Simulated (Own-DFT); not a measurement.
# Stretching a layer in its plane: diamond-structure SiGeSn with randomly placed atoms, 64 atoms (Ge40Si16Sn8)

No measurement is shown. These are fixed-geometry runs of a retired plane-wave code named Own-DFT, which no person has reviewed; spin and spin-orbit coupling are neglected.

Settings: PBE; PseudoDojo norm-conserving scalar-relativistic files; cutoff 49 hartree; 3 x 3 x 3 k mesh centred on Gamma; Fermi-Dirac smearing of 0.1 eV.

Caveats: forces on such cells moved up to 12 meV/angstrom on a denser k mesh; stress not checked against mesh or cutoff.

Unstrained cell vectors in Å: (11.410, 0.000, 0.000); (0.000, 11.410, 0.000); (0.000, 0.000, 11.410). The unstrained cell has measured lattice constants (interpolated for alloys), not those of this functional. That, the random moves and any unrelaxed bonds set the pressure at no strain. Each run strains x and y alike by e, as a substrate would, and holds the height along z. Random moves of width 0.05 Å per axis were added to every atom. The random placing of the alloy's atoms differs from row to row. Stress is positive in tension.

```
e (%),u (Å),(s_xx + s_yy)/2 (GPa),s_zz (GPa)
-3.00,0.051,-11.05,-8.78
-2.75,0.051,-10.40,-8.66
-2.50,0.049,-10.01,-8.27
-2.25,0.050,?,?
-2.00,0.046,-8.78,-7.50
-1.25,0.051,-7.02,-6.36
-0.50,0.047,-5.64,-5.33
0.50,0.048,-3.85,-4.43
1.50,0.049,-2.13,-3.10
2.25,0.047,-1.21,-2.60
```

## Fit

With e as a fraction, the in-plane stress is -4.7 + 181 e - 1087 e² GPa (errors 2 and 117, scatter 0.09), and s_zz is -4.8 + 117 e - 661 e² GPa (slope ± 3, scatter 0.13). At e = 0 the first slope is C11 + C12 and the second 2 C12, both with the ions held to the strained lattice and at the cell's own pressure. The term in e² is negative: the layer stiffens under compression and softens under tension. A free layer would change its height as e changes, and the in-plane slope would drop by 2 C12²/C11 to the biaxial modulus. At fixed height, a misfit of 1 % moves the in-plane stress by about 1.8 GPa and s_zz by 1.2 GPa.

## The run left out

Asked: what are the two stresses at e = -2.25 %?

Estimate: -9.3 and -7.8 GPa. The run itself gave -9.39 and -7.88 GPa.
